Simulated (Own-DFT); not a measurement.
# Slab less bulk: wurtzite AlN, m plane (10-10)

No measurement is shown. These are fixed-geometry runs of a retired plane-wave code named Own-DFT, which no person has reviewed; spin and spin-orbit coupling are neglected.

Limits (not all hold for every row): some atoms lie very close together; forces not confirmed at this smearing and k mesh; k mesh not checked against a denser one.

Both sets of runs: PBE; PseudoDojo norm-conserving scalar-relativistic files; cutoff 42 hartree; Gaussian smearing of 0.01 eV. The slab has 128 atoms in 16 layers, two equal faces of 62.02 Å² as cut, 15 Å of vacuum, a dipole correction along the normal and a 6 x 3 x 1 mesh. The bulk cell has 128 atoms, the same measured lattice constants and a 3 x 3 x 3 mesh. In the slab only the 32 atoms nearest the faces were moved at random; u is their rms move along one axis. Energies are counted from -174.06 eV for each atom.

```
slab run,u (Å),E (eV, cell)
1,0.0540,21.968
2,0.0573,21.960
3,0.0961,27.150
4,0.0977,27.206
5,0.0988,28.756
6,0.1003,29.154
7,0.1014,28.596
8,0.1044,30.737
9,0.1070,29.699
10,0.1075,33.334
11,0.1084,30.244
12,0.1133,28.717
```

```
bulk run   u (Å)  E (meV/atom)
       1  0.0198         -2.48
       2  0.0198         -1.68
       3  0.0201         -1.23
       4  0.0984        331.75
       5  0.0999        349.46
       6  0.1015        342.73
       7  0.1020        291.03
       8  0.1037        354.25
       9  0.1061        372.59
      10  0.1069        355.13
```

Asked: what is the energy of the unrelaxed surface?

## Working it out

Take each set to u = 0 with E = a + b u². Residuals are scaled by 1/(u² + 0.0006 Å²) to tame the large moves. Slab: a = 18.99 ± 0.47 eV. Bulk: a = -15.2 ± 1.2 meV/atom. The excess is 18.99 - 128 x (-0.0152) = 20.93 ± 0.50 eV. Over two faces that is 169 meV/Å², or 2.70 ± 0.06 J/m². Relaxing the faces would lower the energy, and the unlike meshes and the reach from the smallest u down to zero add errors that aren't counted here.
